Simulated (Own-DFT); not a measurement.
Hf36O71 (tetragonal hafnia with one neutral oxygen vacancy, atoms displaced) (calculated)

A calculation, not a measurement: plane-wave PBE and HSE06 DFT by an unreviewed code, no spin, of a simulated cell at Gamma alone, so results move with cell size and shape, stress positive in tension, energies less offsets, not probed for a lower state with spin; hafnium file: forces about 75 meV/angstrom off all-electron values; oxygen file: force components 24 meV/angstrom off all-electron in a glass; k mesh not checked against a denser one; forces and stress are PBE's, HSE06 gives the energy alone, and its difference from PBE has offsets of its own; offsets are fitted by least squares, one for each functional and potential file, so energies compare only between cells with the same atoms and settings and are not formation energies; the far tail of each file's local potential was reset to the Coulomb form; each entry is a single point on an unrelaxed cell, so the pressure reflects the starting lattice, taken from the Materials Project, from which strain is counted, and rises with the displacements; printed positions are rounded, which can move forces by about a meV/angstrom; the program is a retired in-house code; no spin-orbit coupling. Program: Own-DFT development build.

Common to all runs: first functional PBE; second functional HSE06; exact exchange share 0.25; screening 0.11 1/bohr; exchange divergence Gygi-Baldereschi; potential files PseudoDojo norm-conserving, scalar-relativistic, made for PBE, standard set; wave cutoff 48 hartree; occupations fixed; k mesh 1 x 1 x 1 centred on Gamma.

```yaml
- entry: 1
  formula: Hf36O71
  kind: "tetragonal hafnia with one neutral oxygen vacancy, atoms displaced"
  structure:
    cell_angstrom: [[10.78, 0.0, 0.0], [0.0, 10.78, 0.0], [0.0, 0.0, 10.4493]]
    atoms_fractional:
      - [Hf, 0.00796, 0.00655, 0.99999]
      - [Hf, 0.18176, 0.18307, 0.24827]
      - [O, 0.00244, 0.18028, 0.15704]
      - [O, 0.17751, 0.98564, 0.34828]
      - [O, 0.9955, 0.16993, 0.4042]
      - [O, 0.17831, 0.9843, 0.09944]
      - [Hf, 0.99273, 0.99434, 0.50547]
      - [Hf, 0.16224, 0.17213, 0.74917]
      - [O, 0.00276, 0.16865, 0.66293]
      - [O, 0.17766, 0.00133, 0.83638]
      - [O, 0.00094, 0.17047, 0.91145]
      - [O, 0.16016, 0.99487, 0.59701]
      - [Hf, 0.99936, 0.33614, 0.0027]
      - [Hf, 0.16145, 0.50429, 0.23689]
      - [O, 0.00619, 0.49847, 0.15756]
      - [O, 0.17442, 0.33409, 0.35827]
      - [O, 0.99647, 0.50687, 0.40321]
      - [O, 0.16824, 0.32881, 0.09359]
      - [Hf, 0.99111, 0.32988, 0.4949]
      - [Hf, 0.17401, 0.48752, 0.74032]
      - [O, 0.01014, 0.51119, 0.64719]
      - [O, 0.15227, 0.32739, 0.85798]
      - [O, 0.99269, 0.49552, 0.90987]
      - [O, 0.15656, 0.33567, 0.59895]
      - [Hf, 0.00132, 0.66366, 0.99568]
      - [Hf, 0.15421, 0.84364, 0.252]
      - [O, 0.00821, 0.8371, 0.15288]
      - [O, 0.16261, 0.66926, 0.34623]
      - [O, 0.99217, 0.83127, 0.40723]
      - [O, 0.17758, 0.66788, 0.09883]
      - [Hf, 0.01136, 0.66639, 0.49941]
      - [Hf, 0.17966, 0.83681, 0.75312]
      - [O, 0.01458, 0.83643, 0.65431]
      - [O, 0.15146, 0.66595, 0.85129]
      - [O, 0.99937, 0.83104, 0.89803]
      - [O, 0.16927, 0.67129, 0.59645]
      - [Hf, 0.32893, 0.0083, 0.99308]
      - [Hf, 0.49186, 0.16618, 0.26497]
      - [O, 0.32989, 0.17597, 0.15643]
      - [O, 0.50519, 0.989, 0.33485]
      - [O, 0.32979, 0.15456, 0.40609]
      - [O, 0.50055, 0.00126, 0.11282]
      - [Hf, 0.32746, 0.00582, 0.47708]
      - [Hf, 0.50125, 0.15724, 0.74956]
      - [O, 0.34284, 0.17133, 0.65289]
      - [O, 0.50917, 0.99799, 0.85776]
      - [O, 0.34803, 0.16615, 0.8973]
      - [O, 0.49981, 0.9894, 0.58701]
      - [Hf, 0.33323, 0.32364, 0.00492]
      - [Hf, 0.49381, 0.48538, 0.26864]
      - [O, 0.33342, 0.50238, 0.14745]
      - [O, 0.51624, 0.33173, 0.3535]
      - [O, 0.33713, 0.48017, 0.38843]
      - [O, 0.49645, 0.34201, 0.10441]
      - [Hf, 0.3372, 0.33865, 0.50801]
      - [Hf, 0.50678, 0.51079, 0.75329]
      - [O, 0.34319, 0.51798, 0.65842]
      - [O, 0.49489, 0.32305, 0.84734]
      - [O, 0.34528, 0.50428, 0.89188]
      - [O, 0.49282, 0.34046, 0.59904]
      - [Hf, 0.3335, 0.65319, 0.99227]
      - [Hf, 0.51088, 0.81732, 0.23618]
      - [O, 0.34012, 0.82985, 0.14631]
      - [O, 0.48763, 0.66994, 0.33476]
      - [O, 0.34312, 0.84014, 0.40395]
      - [O, 0.48595, 0.66586, 0.09356]
      - [Hf, 0.3484, 0.65774, 0.49473]
      - [Hf, 0.4858, 0.84394, 0.73992]
      - [O, 0.33064, 0.84541, 0.64896]
      - [O, 0.47707, 0.67478, 0.8492]
      - [O, 0.33515, 0.82858, 0.9044]
      - [O, 0.49134, 0.66759, 0.61261]
      - [Hf, 0.65374, 0.01092, 0.00703]
      - [Hf, 0.84295, 0.16161, 0.24417]
      - [O, 0.6542, 0.17179, 0.17409]
      - [O, 0.83411, 0.0006, 0.35968]
      - [O, 0.6582, 0.15804, 0.40084]
      - [O, 0.84363, 0.99062, 0.09055]
      - [Hf, 0.66992, 0.99659, 0.50353]
      - [Hf, 0.83349, 0.16244, 0.74993]
      - [O, 0.66583, 0.15317, 0.64829]
      - [O, 0.83542, 0.9999, 0.84738]
      - [O, 0.83523, 0.00126, 0.60414]
      - [Hf, 0.66635, 0.34252, 0.00417]
      - [Hf, 0.81757, 0.49121, 0.25235]
      - [O, 0.66585, 0.49764, 0.15094]
      - [O, 0.83839, 0.32904, 0.33746]
      - [O, 0.66416, 0.50798, 0.38523]
      - [O, 0.82687, 0.31915, 0.11697]
      - [Hf, 0.67469, 0.32694, 0.50209]
      - [Hf, 0.83618, 0.49473, 0.73798]
      - [O, 0.66493, 0.50067, 0.65743]
      - [O, 0.83098, 0.34393, 0.85947]
      - [O, 0.66897, 0.50203, 0.89937]
      - [O, 0.82348, 0.34403, 0.60168]
      - [Hf, 0.66055, 0.67172, 0.9977]
      - [Hf, 0.83739, 0.8319, 0.25883]
      - [O, 0.67557, 0.84311, 0.16258]
      - [O, 0.82996, 0.67782, 0.35277]
      - [O, 0.66512, 0.83686, 0.42716]
      - [O, 0.82685, 0.66958, 0.10668]
      - [Hf, 0.68135, 0.66944, 0.49477]
      - [Hf, 0.83723, 0.83758, 0.74601]
      - [O, 0.66889, 0.83197, 0.65851]
      - [O, 0.81884, 0.67703, 0.85601]
      - [O, 0.65998, 0.82932, 0.91347]
      - [O, 0.83663, 0.65614, 0.59162]
  results:
    "PBE_energy_of_cell_above_offsets [eV]": "-86.424"
    "HSE06_less_PBE_above_offsets [eV]": "0.717"
    "PBE_pressure [GPa]": 5.51
    "PBE_stress_xx [GPa]": -5.2
    "PBE_stress_yy [GPa]": -5.73
    "PBE_stress_zz [GPa]": -5.62
    "PBE_stress_yz [GPa]": 1.04
    "PBE_stress_xz [GPa]": -0.73
    "PBE_stress_xy [GPa]": -0.42
    force_element: [Hf, Hf, O, O, O, O, Hf, Hf, O, O, O, O, Hf, Hf, O, O, O, O, Hf, Hf, O, O, O, O, Hf, Hf, O, O, O, O, Hf, Hf, O, O, O, O, Hf, Hf, O, O, O, O, Hf, Hf, O, O, O, O, Hf, Hf, O, O, O, O, Hf, Hf, O, O, O, O, Hf, Hf, O, O, O, O, Hf, Hf, O, O, O, O, Hf, Hf, O, O, O, O, Hf, Hf, O, O, O, Hf, Hf, O, O, O, O, Hf, Hf, O, O, O, O, Hf, Hf, O, O, O, O, Hf, Hf, O, O, O, O]
    "force_x [eV/angstrom]": [-1.089, -4.33, 2.051, -1.128, 0.182, -1.636, 1.67, 1.891, -1.632, -0.255, -0.099, 0.728, -1.373, 2.631, -3.118, -0.768, -0.388, -0.056, 1.301, -0.5, -1.249, 1.458, -0.035, 1.818, 0.114, 4.826, -2.99, 0.094, 0.364, -2.854, 0.564, -1.582, -2.765, 0.831, 0.068, 2.046, 1.863, 2.776, 2.0, -0.311, 0.481, -0.932, 0.456, 0.065, -2.209, -0.077, -1.482, -0.345, 2.29, 0.012, -0.52, -0.635, 0.547, -0.213, -1.371, -0.718, -2.413, 1.335, -1.459, 2.608, -0.548, -4.449, -0.449, 0.239, -0.071, 3.757, -2.096, 2.11, -0.112, 2.316, -0.904, 2.138, 0.97, -2.111, 1.745, 0.147, 0.609, -0.765, -1.2, -0.941, 0.761, -0.181, 0.233, -0.369, 1.638, -0.899, -0.538, 0.578, 0.296, -3.963, 0.123, 0.878, -0.152, -1.162, 2.62, 0.904, 0.707, 0.172, -0.83, 0.176, 0.927, -0.859, 0.545, 0.046, 1.254, -0.219, 0.388]
    "force_y [eV/angstrom]": [-2.807, -1.058, -1.11, 5.154, -0.97, 2.15, -0.335, -1.303, 0.575, 2.013, -0.746, 1.67, -0.084, 1.918, -0.574, -0.22, -2.299, 0.005, 1.707, 2.695, -1.089, 1.074, 0.818, 0.066, 1.401, -4.6, -0.259, -0.778, 1.034, -0.963, 0.028, -2.109, -0.188, -1.335, 1.489, -0.643, -4.614, -2.961, -0.15, 1.697, 8.277, 1.111, -8.111, 1.176, 0.113, 0.875, 0.248, 0.784, 2.534, 2.774, -1.173, -1.622, 2.382, -0.426, -1.831, -0.259, -2.024, 0.961, -4.21, 0.019, 2.961, 3.282, 0.775, -3.302, -2.939, 0.016, 2.754, -1.722, -0.409, -0.52, 2.405, 0.384, -1.464, -0.758, -0.582, -0.074, 1.757, 1.819, 1.33, -0.433, 1.641, 0.987, 0.168, -0.643, 2.635, -0.459, -0.221, -1.097, 1.374, -0.685, 2.433, -0.016, -1.977, 0.162, -0.769, -0.521, 0.844, -0.36, -2.354, -2.131, -0.418, 0.009, -1.075, -0.101, -1.367, 2.475, 0.286]
    "force_z [eV/angstrom]": [0.048, 1.872, -0.309, 0.882, 0.38, -0.831, -0.075, -0.367, -1.187, 1.959, -0.948, -0.833, 0.654, 1.881, -1.529, -1.082, -0.085, 1.266, -0.625, 1.579, 0.972, -1.149, -0.847, 0.571, 0.39, -1.487, -0.617, 0.096, -0.592, -0.12, 0.42, -0.205, -0.422, -0.989, 1.021, -0.254, 1.401, -1.159, -1.847, 1.385, -3.751, -2.694, 5.87, 0.563, -0.252, -0.664, 0.688, 1.118, -1.174, -4.655, 0.258, 1.786, 1.544, -0.275, 0.444, 1.852, -2.132, -0.031, -0.101, -0.395, 1.585, -0.441, 1.096, 2.991, 0.267, 0.268, -0.674, 1.305, -0.346, -1.194, -1.115, -1.9, 0.26, 0.438, -2.015, -0.893, 1.824, 0.804, 0.117, 1.939, 0.78, -0.439, 0.458, 0.029, -1.209, -0.509, 3.442, 1.998, -2.482, -1.609, 2.498, -1.745, -1.114, 0.124, 0.199, 0.534, -2.096, -0.389, 0.35, -2.743, -0.403, 1.405, 1.716, 0.36, -1.655, 0.051, 0.908]
- entry: 2
  formula: Hf36O71
  kind: "tetragonal hafnia with one neutral oxygen vacancy, atoms displaced"
  structure:
    cell_angstrom: [[10.78, 0.0, 0.0], [0.0, 10.78, 0.0], [0.0, 0.0, 10.4493]]
    atoms_fractional:
      - [Hf, 0.00484, 0.00312, 0.99772]
      - [Hf, 0.17023, 0.17125, 0.25859]
      - [O, 0.99735, 0.17137, 0.15102]
      - [O, 0.17318, 0.00091, 0.34954]
      - [O, 0.99663, 0.17014, 0.39577]
      - [O, 0.16124, 0.99437, 0.10827]
      - [Hf, 0.99759, 0.99261, 0.50457]
      - [Hf, 0.16822, 0.16729, 0.75393]
      - [O, 0.00096, 0.16309, 0.6426]
      - [O, 0.17054, 0.0055, 0.84411]
      - [O, 0.00617, 0.1632, 0.90014]
      - [O, 0.16431, 0.00259, 0.59982]
      - [Hf, 0.0049, 0.33493, 0.99998]
      - [Hf, 0.16662, 0.49714, 0.25238]
      - [O, 0.00151, 0.502, 0.15041]
      - [O, 0.1677, 0.33199, 0.34289]
      - [O, 0.00386, 0.49772, 0.39627]
      - [O, 0.17212, 0.32816, 0.09405]
      - [Hf, 0.99866, 0.33725, 0.49313]
      - [Hf, 0.16518, 0.4976, 0.74825]
      - [O, 0.99781, 0.50042, 0.6511]
      - [O, 0.17148, 0.33451, 0.84934]
      - [O, 0.99765, 0.51215, 0.90317]
      - [O, 0.1667, 0.33444, 0.59973]
      - [Hf, 0.99597, 0.66252, 0.99256]
      - [Hf, 0.17006, 0.83278, 0.24987]
      - [O, 0.99937, 0.83412, 0.15302]
      - [O, 0.16827, 0.66779, 0.34494]
      - [O, 0.9981, 0.83086, 0.39659]
      - [O, 0.16662, 0.67078, 0.09399]
      - [Hf, 0.00017, 0.67037, 0.49454]
      - [Hf, 0.16865, 0.82736, 0.7468]
      - [O, 0.00287, 0.8275, 0.65357]
      - [O, 0.16577, 0.66172, 0.83368]
      - [O, 0.00423, 0.83269, 0.90337]
      - [O, 0.17283, 0.66693, 0.59978]
      - [Hf, 0.3231, 0.99657, 0.9994]
      - [Hf, 0.49237, 0.1642, 0.24675]
      - [O, 0.32919, 0.16686, 0.14544]
      - [O, 0.49429, 0.99968, 0.3474]
      - [O, 0.33408, 0.16309, 0.40023]
      - [O, 0.50045, 0.9985, 0.09144]
      - [Hf, 0.32981, 0.99723, 0.49606]
      - [Hf, 0.50355, 0.16899, 0.74218]
      - [O, 0.32718, 0.16063, 0.65113]
      - [O, 0.49904, 0.00709, 0.85297]
      - [O, 0.33256, 0.16765, 0.90101]
      - [O, 0.50229, 0.9949, 0.59927]
      - [Hf, 0.33488, 0.33153, 0.99652]
      - [Hf, 0.50654, 0.49738, 0.25273]
      - [O, 0.33394, 0.49315, 0.1599]
      - [O, 0.50076, 0.33456, 0.34706]
      - [O, 0.33081, 0.49673, 0.40448]
      - [O, 0.4922, 0.32926, 0.09982]
      - [Hf, 0.33304, 0.33836, 0.49949]
      - [Hf, 0.50328, 0.50801, 0.75347]
      - [O, 0.33549, 0.49633, 0.65859]
      - [O, 0.50717, 0.33613, 0.8445]
      - [O, 0.32942, 0.49853, 0.9074]
      - [O, 0.49393, 0.33409, 0.60191]
      - [Hf, 0.33801, 0.67186, 0.00608]
      - [Hf, 0.49855, 0.82763, 0.24335]
      - [O, 0.33901, 0.83267, 0.14962]
      - [O, 0.50011, 0.66556, 0.3452]
      - [O, 0.33379, 0.83491, 0.40004]
      - [O, 0.49955, 0.66512, 0.10061]
      - [Hf, 0.33568, 0.66854, 0.49763]
      - [Hf, 0.49848, 0.84071, 0.74245]
      - [O, 0.33162, 0.83363, 0.65343]
      - [O, 0.50691, 0.6659, 0.85087]
      - [O, 0.33108, 0.83274, 0.90171]
      - [O, 0.49419, 0.67227, 0.60144]
      - [Hf, 0.67049, 0.99282, 0.99963]
      - [Hf, 0.84041, 0.1576, 0.25309]
      - [O, 0.65949, 0.1604, 0.15167]
      - [O, 0.83466, 0.99121, 0.34894]
      - [O, 0.66648, 0.16246, 0.39543]
      - [O, 0.84045, 0.00232, 0.10106]
      - [Hf, 0.67355, 0.99864, 0.50512]
      - [Hf, 0.83411, 0.16316, 0.75262]
      - [O, 0.66115, 0.16595, 0.65533]
      - [O, 0.83609, 0.99777, 0.84824]
      - [O, 0.66653, 0.16687, 0.89576]
      - [O, 0.83148, 0.99681, 0.60075]
      - [Hf, 0.6673, 0.33096, 0.99374]
      - [Hf, 0.83167, 0.50216, 0.24956]
      - [O, 0.67179, 0.49913, 0.14603]
      - [O, 0.82839, 0.32906, 0.34745]
      - [O, 0.66043, 0.4975, 0.40313]
      - [Hf, 0.66983, 0.32932, 0.50308]
      - [Hf, 0.82619, 0.50387, 0.74896]
      - [O, 0.66596, 0.50459, 0.65176]
      - [O, 0.82827, 0.33248, 0.84445]
      - [O, 0.66242, 0.49776, 0.90023]
      - [O, 0.83462, 0.33942, 0.60074]
      - [Hf, 0.66737, 0.6618, 0.99609]
      - [Hf, 0.8439, 0.83623, 0.24354]
      - [O, 0.66702, 0.83124, 0.14753]
      - [O, 0.84118, 0.66993, 0.34636]
      - [O, 0.66511, 0.83224, 0.39582]
      - [O, 0.83599, 0.66423, 0.09551]
      - [Hf, 0.67398, 0.67058, 0.49828]
      - [Hf, 0.83487, 0.82696, 0.73991]
      - [O, 0.67282, 0.82847, 0.65421]
      - [O, 0.82921, 0.66769, 0.84548]
      - [O, 0.66785, 0.83921, 0.90611]
      - [O, 0.82622, 0.66562, 0.59966]
  results:
    "PBE_energy_of_cell_above_offsets [eV]": "-98.407"
    "HSE06_less_PBE_above_offsets [eV]": "-0.042"
    "PBE_pressure [GPa]": 1.52
    "PBE_stress_xx [GPa]": -1.05
    "PBE_stress_yy [GPa]": -1.86
    "PBE_stress_zz [GPa]": -1.66
    "PBE_stress_yz [GPa]": -0.18
    "PBE_stress_xz [GPa]": -0.23
    "PBE_stress_xy [GPa]": -0.07
    force_element: [Hf, Hf, O, O, O, O, Hf, Hf, O, O, O, O, Hf, Hf, O, O, O, O, Hf, Hf, O, O, O, O, Hf, Hf, O, O, O, O, Hf, Hf, O, O, O, O, Hf, Hf, O, O, O, O, Hf, Hf, O, O, O, O, Hf, Hf, O, O, O, O, Hf, Hf, O, O, O, O, Hf, Hf, O, O, O, O, Hf, Hf, O, O, O, O, Hf, Hf, O, O, O, O, Hf, Hf, O, O, O, O, Hf, Hf, O, O, O, Hf, Hf, O, O, O, O, Hf, Hf, O, O, O, O, Hf, Hf, O, O, O, O]
    "force_x [eV/angstrom]": [-0.695, -0.051, 0.99, -0.602, 0.139, 0.555, 1.215, 0.134, -0.828, -0.056, -0.539, -0.482, -0.329, 0.649, -0.164, -0.138, -0.172, -1.465, 0.087, 0.751, -0.361, -1.074, -0.036, -0.491, 1.046, -0.238, 1.328, -0.267, 0.628, 0.21, 0.739, 0.191, -0.652, 0.02, 0.116, -0.981, 1.814, 0.974, -0.315, -0.047, -0.362, -0.876, 0.462, -2.578, 1.181, -0.046, -0.258, 0.215, 0.171, -0.805, -0.059, -0.156, -0.144, 1.867, 0.294, -1.125, -0.171, -0.269, 0.496, 1.241, -0.983, 1.85, -1.584, -0.341, -0.294, 0.691, -0.044, 0.178, 0.315, -0.183, -0.049, 1.257, -0.936, -1.835, 1.484, 0.283, 0.372, -0.323, -2.226, 0.266, 2.637, 0.148, 0.581, 0.865, -0.447, 0.564, -0.48, 0.217, 0.828, -0.916, 1.103, -0.317, 0.562, 0.683, -0.36, -0.145, -2.192, 0.562, -0.435, 0.103, -0.565, -2.551, 0.241, -1.373, -0.214, -0.031, 2.351]
    "force_y [eV/angstrom]": [-0.971, -1.397, 0.574, -0.49, -1.138, 0.041, 1.983, 0.586, 0.009, -1.832, 1.354, -1.044, -0.052, 0.753, -0.796, 0.682, 0.883, 0.415, -0.975, -0.482, 0.439, 0.155, -3.841, 0.252, 2.446, 0.328, -0.18, -0.296, 0.498, 0.056, -1.4, 0.467, 0.072, 0.955, 0.232, 0.201, 1.55, -0.166, -0.739, -0.608, 1.205, -0.323, 1.087, 0.116, 0.023, -1.198, -0.398, -0.303, 0.048, -0.479, 0.788, -0.641, 1.203, 0.409, -1.192, -1.403, 0.27, -0.203, 1.326, -0.414, -1.473, 1.599, -0.099, -0.194, -1.052, -0.15, -0.485, 0.307, 0.356, 1.43, -0.342, 0.019, 2.25, 0.76, 0.705, 0.855, -0.088, -0.233, 0.079, 0.317, -0.004, -0.105, -0.348, -0.059, -1.18, -0.878, -0.244, 1.046, 0.688, -0.218, -1.356, -0.091, 0.343, 0.383, -0.416, 1.27, -0.592, 0.008, -0.655, 0.139, 0.02, -0.215, 1.047, 0.228, 0.219, -2.241, 0.217]
    "force_z [eV/angstrom]": [0.253, -1.843, -0.334, 0.355, 0.514, -0.977, -0.336, -1.214, 0.949, 1.092, -0.153, -0.744, 0.419, -1.3, 0.111, 1.286, 0.409, 0.484, 1.525, -0.426, -0.136, -0.103, -1.318, -0.924, 2.017, -0.742, -0.195, 0.475, 0.795, -0.123, 0.572, 1.028, -1.514, 1.242, -0.394, -1.446, -0.077, -0.297, 0.818, -0.365, 0.04, 0.3, 0.455, 2.133, -0.175, -1.519, -0.034, -0.125, 0.162, -0.707, 0.167, 0.395, 0.103, -0.402, 1.012, -0.33, -0.473, 0.109, 0.079, -0.907, -0.819, 0.928, -0.251, 0.428, -0.076, -0.173, 0.151, 1.47, -0.542, 0.163, -0.308, -0.495, 0.941, -0.799, 0.019, 0.922, 1.914, -0.135, -2.378, 0.197, -1.783, -0.493, 0.484, 0.251, 0.913, -0.615, 0.364, -0.438, 0.093, -0.956, -0.142, -0.3, 0.423, -0.148, -0.662, 0.621, -0.302, 0.316, 0.624, 1.348, -0.006, -0.919, 2.617, -0.808, 0.207, -1.289, -0.221]
```
